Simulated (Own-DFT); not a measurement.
# How strain changes the stress of beta-Si3N4, 112 atoms (N64Si48)

Everything here is calculated. The program is Own-DFT (plane waves, in-house, since retired, never reviewed by a person); positions were held fixed, and spin and spin-orbit coupling were off.

Common settings: PBE; PseudoDojo norm-conserving scalar-relativistic files; cutoff 42 hartree; 2 x 2 x 4 k mesh centred on Gamma; Fermi-Dirac smearing of 0.1 eV.

Caveats: forces on such cells moved up to 12 meV/angstrom on a denser k mesh; stress not checked against mesh or cutoff.

Unstrained cell vectors in Å: (15.212, 0.000, 0.000); (-7.606, 13.174, 0.000); (0.000, 0.000, 5.818). The unstrained cell has measured lattice constants (interpolated for alloys), not those of this functional. That, the random moves and any unrelaxed bonds set the pressure at no strain. The cell is deformed uniformly in each run, and the atoms keep their fractional places. All atoms carry random offsets, Gaussian with a width of 0.05 Å per axis. Stress is counted positive in tension, P = -(s_xx + s_yy + s_zz)/3, and strain components are those of the symmetric tensor.

| run | e_xx (%) | e_yy (%) | e_zz (%) | e_yz (%) | e_xz (%) | e_xy (%) | s_xx (GPa) | s_yy (GPa) | s_zz (GPa) | s_yz (GPa) | s_xz (GPa) | s_xy (GPa) | P (GPa) | E (meV/atom) |
|---|---|---|---|---|---|---|---|---|---|---|---|---|---|---|
| 1 | -1.61 | -1.09 | 1.70 | -0.43 | -0.25 | -0.14 | -16.42 | -12.13 | -2.26 | -1.85 | 0.33 | 0.32 | 10.27 | 27.1 |
| 2 | -1.73 | 0.88 | -1.83 | -1.96 | 0.98 | -1.97 | -18.09 | -7.12 | -25.06 | -5.22 | 4.32 | -9.20 | 16.76 | 75.8 |
| 3 | -0.31 | -0.55 | -1.27 | -1.08 | -1.15 | 0.44 | -14.52 | -8.40 | -19.70 | -2.32 | -3.66 | 2.72 | 14.21 | 36.2 |
| 4 | 0.44 | -0.04 | -0.43 | -0.38 | -0.64 | 0.24 | -3.81 | -8.10 | -13.53 | 1.11 | -1.91 | -0.89 | 8.48 | 23.2 |
| 5 | 1.18 | 2.00 | -0.20 | 1.93 | -0.08 | -1.08 | 1.80 | 3.41 | -8.70 | 6.93 | -0.92 | -4.35 | 1.16 | 16.0 |
| 6 | -1.68 | 0.09 | -1.55 | -1.26 | -1.49 | 1.27 | -19.84 | -11.39 | -21.05 | -3.55 | -4.43 | 6.45 | 17.43 | 53.7 |
| 7 | -1.90 | 1.03 | 0.32 | 1.72 | 0.37 | -1.12 | -17.21 | -3.93 | -9.47 | 4.90 | 3.78 | -4.19 | 10.20 | 44.6 |
| 8 | -0.16 | -1.05 | 1.58 | 1.65 | 0.28 | -1.15 | -7.86 | -12.40 | -0.95 | 5.13 | 1.46 | -5.31 | 7.07 | 24.2 |
| 9 | 1.60 | -0.11 | 1.16 | -0.33 | -0.10 | 0.82 | 3.29 | -7.52 | 0.47 | -1.00 | -1.25 | 2.70 | 1.25 | 0.0 |
| 10 | 1.14 | 0.20 | -1.21 | -1.11 | -1.45 | -1.68 | -1.76 | -5.28 | -20.99 | -3.73 | -5.82 | -5.81 | 9.34 | 58.1 |
| 11 | -1.95 | 1.30 | 0.22 | 0.39 | -1.69 | 0.54 | -16.49 | -1.56 | -10.74 | 1.87 | -4.30 | 1.57 | 9.60 | 42.1 |
| 12 | -1.11 | -1.69 | 0.72 | 0.43 | -0.27 | 0.80 | -14.64 | -18.66 | -9.65 | 2.20 | -1.01 | 3.05 | 14.31 | 65.0 |
| 13 | 1.94 | 1.39 | 1.02 | 0.48 | 1.08 | -0.45 | 5.84 | 1.05 | 0.82 | 1.79 | 2.77 | -1.52 | -2.57 | 6.0 |
| 14 | -0.39 | 0.82 | 0.26 | 1.44 | 0.67 | -0.57 | -6.75 | -2.92 | -7.89 | 5.07 | 1.33 | -2.64 | 5.86 | 6.4 |
| 15 | 0.55 | -1.60 | 0.91 | 0.05 | 0.76 | -0.32 | -5.48 | -16.93 | -3.28 | 0.52 | 3.97 | 0.07 | 8.56 | 21.5 |
| 16 | 0.07 | 0.13 | -1.97 | 0.02 | -0.50 | 1.25 | -9.45 | -9.37 | -24.01 | 0.70 | -4.04 | 3.87 | 14.28 | 58.0 |
| 17 | 0.15 | 1.05 | 0.30 | -0.70 | -0.53 | -0.41 | -3.77 | -1.46 | -7.13 | -1.87 | -0.19 | -0.23 | 4.12 | 6.5 |
| 18 | 1.43 | -1.63 | 1.11 | -0.23 | -0.08 | 0.73 | ? | ? | ? | ? | ? | ? | ? | ? |

E is the free energy for each atom above the lowest run shown.

## Worked fit

Regress every stress component on the fractional strains (shears doubled) of the visible runs, with a constant. Shear strains stay in the fit of a normal stress only where such slopes are resolved. The slopes, in GPa:

```
stress,at no strain,per e_xx,per e_yy,per e_zz,scatter
s_xx,-7.5,578 ± 23,151 ± 28,141 ± 26,1.15
s_yy,-7.9,74 ± 31,537 ± 37,67 ± 34,1.52
s_zz,-10.6,117 ± 28,95 ± 34,709 ± 31,1.40
```

The slope of each shear stress on twice its own strain, from a fit on all six strains: yz 158 ± 10, xz 161 ± 17, xy 191 ± 18 GPa. These are stiffnesses along x, y and z of the frame in which the cell vectors are given, with the crystal's c axis along z: C11, C12, C13 and C33. Hexagonal symmetry asks that xx and yy behave alike, which is a second check on the noise. The atoms are held to the strained lattice; where symmetry lets them move under strain, relaxing them would lower some slopes. The table should be nearly symmetric about its diagonal, and what it lacks of that shows the noise. A ninth of the table's sum, 274 ± 8 GPa, estimates the bulk modulus near the mean pressure of these runs, 8.8 GPa, so it lies above the value at zero pressure.

## The run left out

Question: what normal stresses and pressure should run 18 give?

Estimate: s_xx = -0.1, s_yy = -14.9, s_zz = -2.5 and P = 5.8 GPa. The calculation gave -1.12, -13.28, -3.95 and P = 6.12 GPa.
